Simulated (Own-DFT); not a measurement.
# Strain and stress in wurtzite AlN, 72 atoms (Al36N36)

Calculated results; nothing here was measured. The program, named Own-DFT, is a retired in-house plane-wave density functional code that no person has reviewed. Each row is one single-point run on a periodic cell that was not relaxed, without spin or spin-orbit coupling.

Settings of every run: PBE; PseudoDojo norm-conserving scalar-relativistic files; cutoff 42 hartree; 4 x 4 x 3 k mesh centred on Gamma; Gaussian smearing of 0.01 eV.

Known limits: k mesh not checked against a denser one; stress not checked against mesh or cutoff.

Unstrained cell vectors in Å: (9.336, 0.000, 0.000); (-4.668, 8.085, 0.000); (0.000, 0.000, 9.964). The unstrained cell has measured lattice constants (interpolated for alloys), not those of this functional. That, the random moves and any unrelaxed bonds set the pressure at no strain. Each run strains this cell uniformly, with the atoms carried along. Every atom was also moved at random, by a Gaussian of width 0.05 Å on each axis. Strain is the symmetric tensor, in per cent. Stress is positive in tension, and the pressure is minus a third of its trace.

```
run  e_xx (%)  e_yy (%)  e_zz (%)  e_yz (%)  e_xz (%)  e_xy (%)  s_xx (GPa)  s_yy (GPa)  s_zz (GPa)  s_yz (GPa)  s_xz (GPa)  s_xy (GPa)  P (GPa)  E (meV/atom)
  1     -0.94     -1.64     -0.55      1.79      0.62     -1.65      -12.30      -18.11      -10.64        6.30        1.50       -8.91    13.68          50.3
  2      1.25     -1.71      1.73     -1.16     -0.96      0.00        0.85      -10.65        1.31       -2.47       -2.47       -0.38     2.83           0.4
  3     -1.47      0.57      1.84     -1.97     -0.12     -0.21      -10.62       -4.40        1.67       -5.06       -1.94        0.26     4.45          33.2
  4      1.39     -1.57     -0.99     -0.89     -0.15      0.21       -2.15      -11.35      -11.02       -2.94        0.47        2.78     8.17          20.5
  5     -1.20     -1.42      1.95      0.66     -0.15      1.30      -13.30      -12.37        1.41        0.04       -1.20        5.06     8.09          42.5
  6     -0.99     -0.36      1.58     -1.28      1.99      1.61      -10.74       -8.67        0.49       -4.64        5.47        8.31     6.31          40.3
  7     -0.58      0.66      0.07     -1.04      1.22      1.30       -5.67       -3.96       -4.78       -2.16        2.69        2.89     4.80           0.0
  8     -0.18     -0.22     -0.08     -0.66      1.34      0.81       -6.58       -7.09       -5.11       -2.34        3.18        1.79     6.26           2.1
  9      1.61     -0.37     -0.52      1.63      1.23     -1.49        2.85       -9.08       -7.06        4.04        2.45       -4.55     4.43          22.8
 10      1.86      1.43     -0.11      0.11     -1.31      1.71        3.58        3.29       -4.56        0.43       -3.32        5.04    -0.77           8.4
 11      0.95      0.15      0.54      0.87      1.36      1.36       -2.85       -3.05       -0.81        1.72        3.93        5.98     2.24           6.8
 12      1.31     -0.34      1.30     -1.08     -1.99     -1.17        1.16       -7.19        2.63       -3.72       -4.60       -3.89     1.13           2.6
 13     -0.19      1.11      0.80      1.15     -0.70      0.70       -5.41        0.73       -1.57        2.43       -2.25        2.35     2.08          10.9
 14      1.26      1.56      1.21      1.54     -0.76      0.70        2.85        4.65       -1.15        3.64       -1.37        1.47    -2.12          15.6
 15      0.40     -0.66     -0.02      0.04     -0.20      0.47       -6.46       -8.07       -5.30       -0.81       -0.48        2.10     6.61          18.2
 16      0.33     -0.15     -1.87     -1.19      0.86     -1.83       -7.56       -7.74      -14.51       -3.50        0.90       -9.58     9.93          43.2
 17      1.03      0.25     -1.59      0.87     -0.53      0.73        0.22       -5.34      -13.40        2.89       -1.60        2.47     6.17          13.2
 18      1.26      1.68     -1.42     -0.53      0.14      0.85           ?           ?           ?           ?           ?           ?        ?             ?
```

E is the free energy for each atom above the lowest run shown.

## Worked fit

Each stress component was fitted by least squares to a constant and the strains of the runs shown, as fractions, with shears doubled. Shear strains stay in the fit of a normal stress only where such slopes are resolved. The slopes, in GPa:

```
stress  at no strain  per e_xx  per e_yy  per e_zz  scatter
  s_xx          -5.9  488 ± 37  115 ± 37   64 ± 33     1.49
  s_yy          -6.3  138 ± 34  497 ± 33   91 ± 30     1.36
  s_zz          -5.8   62 ± 30   46 ± 30  463 ± 27     1.21
```

Each shear stress against twice its own strain: yz 135 ± 10, xz 130 ± 8, xy 200 ± 19 GPa. These are stiffnesses along x, y and z of the frame in which the cell vectors are given, which need not be the crystal's axes. The atoms are held to the strained lattice; where symmetry lets them move under strain, relaxing them would lower some slopes. The table should be nearly symmetric about its diagonal, and what it lacks of that shows the noise. A ninth of its sum, 218 ± 8 GPa, estimates the bulk modulus near the mean pressure of these runs, 5.0 GPa, so it lies above the value at zero pressure.

## Withheld run

Question: what normal stresses and pressure should run 18 give?

The fit gives s_xx = 1.2, s_yy = 2.4, s_zz = -10.9 and P = 2.4 GPa. The calculation gave 0.90, 2.34, -10.60 and P = 2.45 GPa.
